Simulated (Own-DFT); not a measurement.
# What a defect does to the pressure of its cell: zincblende InP

Everything here is calculated. The program is Own-DFT (plane waves, in-house, since retired, never reviewed by a person); positions were held fixed, and spin and spin-orbit coupling were off.

Common settings: PBE; PseudoDojo norm-conserving scalar-relativistic files; cutoff 36 hartree; 2 x 3 x 3 k mesh centred on Gamma; Fermi-Dirac smearing of 0.1 eV.

Limits (not all hold for every row): not probed for a lower state with spin; forces on such cells failed a check on a denser k mesh; forces not confirmed at this smearing and k mesh; stress not checked against mesh or cutoff.

All runs share one cell, with vectors in Å (17.606, 0.000, 0.000); (0.000, 11.737, 0.000); (0.000, 0.000, 11.737) and a volume of 2425.5 Å³. u is the rms random offset of the atoms per axis. The defect's site can differ from row to row.

```
cell,formula,u (Å),P (GPa)
no defect,In48P48,0.0196,3.20
no defect,In48P48,0.0217,3.22
no defect,In48P48,0.0515,3.65
one P on an In site,In47P49,0.0294,3.16
one P on an In site,In47P49,0.0296,3.15
one P on an In site,In47P49,0.0525,3.57
two P on an In site each,In46P50,0.0303,3.03
two P on an In site each,In46P50,0.0494,3.31
two P on an In site each,In46P50,0.0502,3.33
two P vacancies,In48P46,0.0500,3.39
two P vacancies,In48P46,0.0504,3.41
two P vacancies,In48P46,0.0504,3.38
two P vacancies,In48P46,0.0529,?
one In on a P site,In49P47,0.0301,3.86
one In on a P site,In49P47,0.0322,3.90
one In on a P site,In49P47,0.0513,4.15
```

## Working it out

P = P0 + c u² + a shift for each defect gives P0 = 3.13 GPa, c = 194 ± 8 GPa/Å² and a scatter of 0.02 GPa. The shifts, and each times the cell's volume:

- one In on a P site: 0.54 ± 0.02 GPa, 8.2 eV
- one P on an In site: -0.12 ± 0.02 GPa, -1.9 eV
- two P vacancies: -0.23 ± 0.02 GPa, -3.4 eV (-1.7 eV for each of its 2 sites)
- two P on an In site each: -0.29 ± 0.02 GPa, -4.4 eV (-2.2 eV for each of its 2 sites)

Positive is outwards. The product with the volume (160.2 GPa Å³ to the eV) is nearly free of the cell's size; divided by the bulk modulus at the cell's pressure it gives the volume that the defect adds. The atoms around the defects weren't relaxed, which would change these numbers.

## Withheld run

The question: what pressure belongs in the blank (two P vacancies, u = 0.0529 Å)?

Estimate: 3.45 ± 0.03 GPa. DFT gave 3.44 GPa.
